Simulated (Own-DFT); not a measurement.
# What a defect does to the pressure of its cell: zincblende GaAs

Everything here is calculated. The program is Own-DFT (plane waves, in-house, since retired, never reviewed by a person); positions were held fixed, and spin and spin-orbit coupling were off.

All runs used: PBE; PseudoDojo norm-conserving scalar-relativistic files; cutoff 42 hartree; 3 x 3 x 3 k mesh centred on Gamma; Fermi-Dirac smearing of 0.1 eV.

Keep in mind (not all hold for every row): not probed for a lower state with spin; forces not confirmed at this smearing and k mesh; stress not checked against mesh or cutoff.

All runs share one cell, with vectors in Å (11.737, 0.000, 0.000); (0.000, 11.737, 0.000); (0.000, 0.000, 10.833) and a volume of 1492.4 Å³, strained against the parent crystal. Atoms were moved at random from their sites; u is the rms move along one axis. The defect's site can differ from row to row.

| cell | formula | u (Å) | P (GPa) |
|---|---|---|---|
| no defect | As32Ga32 | 0.0310 | 1.29 |
| no defect | As32Ga32 | 0.0453 | 1.54 |
| no defect | As32Ga32 | 0.0488 | 1.55 |
| one Al on a Ga site | AlAs32Ga31 | 0.0296 | ? |
| one Al on a Ga site | AlAs32Ga31 | 0.0337 | 1.24 |
| one Al on a Ga site | AlAs32Ga31 | 0.0500 | 1.53 |
| one Al on a Ga site | AlAs32Ga31 | 0.0511 | 1.58 |
| one As vacancy and one Ga vacancy | As31Ga31 | 0.0293 | 0.93 |
| one As vacancy and one Ga vacancy | As31Ga31 | 0.0310 | 0.84 |
| one As vacancy and one Ga vacancy | As31Ga31 | 0.0491 | 1.10 |

## Working it out

P = P0 + c u² + a shift for each defect gives P0 = 1.14 GPa, c = 181 ± 25 GPa/Å² and a scatter of 0.05 GPa. The shifts, and each times the cell's volume:

- one Al on a Ga site: -0.06 ± 0.04 GPa, -0.6 eV (not resolved)
- one As vacancy and one Ga vacancy: -0.43 ± 0.04 GPa, -4.1 eV

A positive shift means that the defect pushes the cell outwards. Shift times volume (160.2 GPa Å³ is 1 eV) depends little on the cell's size, so, taken for each site, it can be compared between cells at like pressure. The atoms around the defects weren't relaxed, which would change these numbers.

## Test on the hidden row

The question: what pressure belongs in the blank (one Al on a Ga site, u = 0.0296 Å)?

From the fit: 1.23 ± 0.06 GPa. DFT gave 1.24 GPa.
